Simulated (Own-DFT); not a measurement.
# One host, several defects: L1_0 TiAl

Calculated, not measured: single-point runs of Own-DFT, a retired in-house plane-wave DFT program that no person has reviewed, on unrelaxed cells, without spin or spin-orbit coupling.

Method: PBE; PseudoDojo norm-conserving scalar-relativistic files; cutoff 42 hartree; 4 x 4 x 4 k mesh centred on Gamma; cold (Marzari-Vanderbilt) smearing of 0.2 eV.

Known weak points: forces on such cells failed a check on a denser k mesh; stress not checked against mesh or cutoff.

All runs share one cell, with vectors in Å (5.622, 5.622, 0.000); (-5.622, 5.622, 0.000); (0.000, 0.000, 8.133) and a volume of 514.0 Å³. u is the rms random offset of the atoms per axis. The defect's site can differ from row to row.

| cell | formula | u (Å) | P (GPa) |
|---|---|---|---|
| no defect | Al16Ti16 | 0.0190 | 1.17 |
| no defect | Al16Ti16 | 0.0467 | 1.66 |
| no defect | Al16Ti16 | 0.0484 | 1.77 |
| one Ti vacancy | Al16Ti15 | 0.0286 | 0.59 |
| one Ti vacancy | Al16Ti15 | 0.0288 | 0.46 |
| one Ti vacancy | Al16Ti15 | 0.0329 | 0.57 |
| two Al vacancies | Al14Ti16 | 0.0312 | -0.54 |
| two Al vacancies | Al14Ti16 | 0.0335 | -0.60 |
| two Al vacancies | Al14Ti16 | 0.0484 | ? |
| two Al vacancies | Al14Ti16 | 0.0543 | -0.02 |

## Working it out

P = P0 + c u² + a shift for each defect gives P0 = 1.07 GPa, c = 286 ± 27 GPa/Å² and a scatter of 0.06 GPa. The shifts, and each times the cell's volume:

- one Ti vacancy: -0.79 ± 0.05 GPa, -2.5 eV
- two Al vacancies: -1.94 ± 0.05 GPa, -6.2 eV (-3.1 eV for each of its 2 sites)

A positive shift means that the defect pushes the cell outwards. Shift times volume (160.2 GPa Å³ is 1 eV) depends little on the cell's size, so, taken for each site, it can be compared between cells at like pressure. The atoms around the defects weren't relaxed, which would change these numbers.

## Test on the hidden row

Q: what pressure belongs in the blank (two Al vacancies, u = 0.0484 Å)?

From the fit: -0.20 ± 0.07 GPa. DFT gave -0.24 GPa.
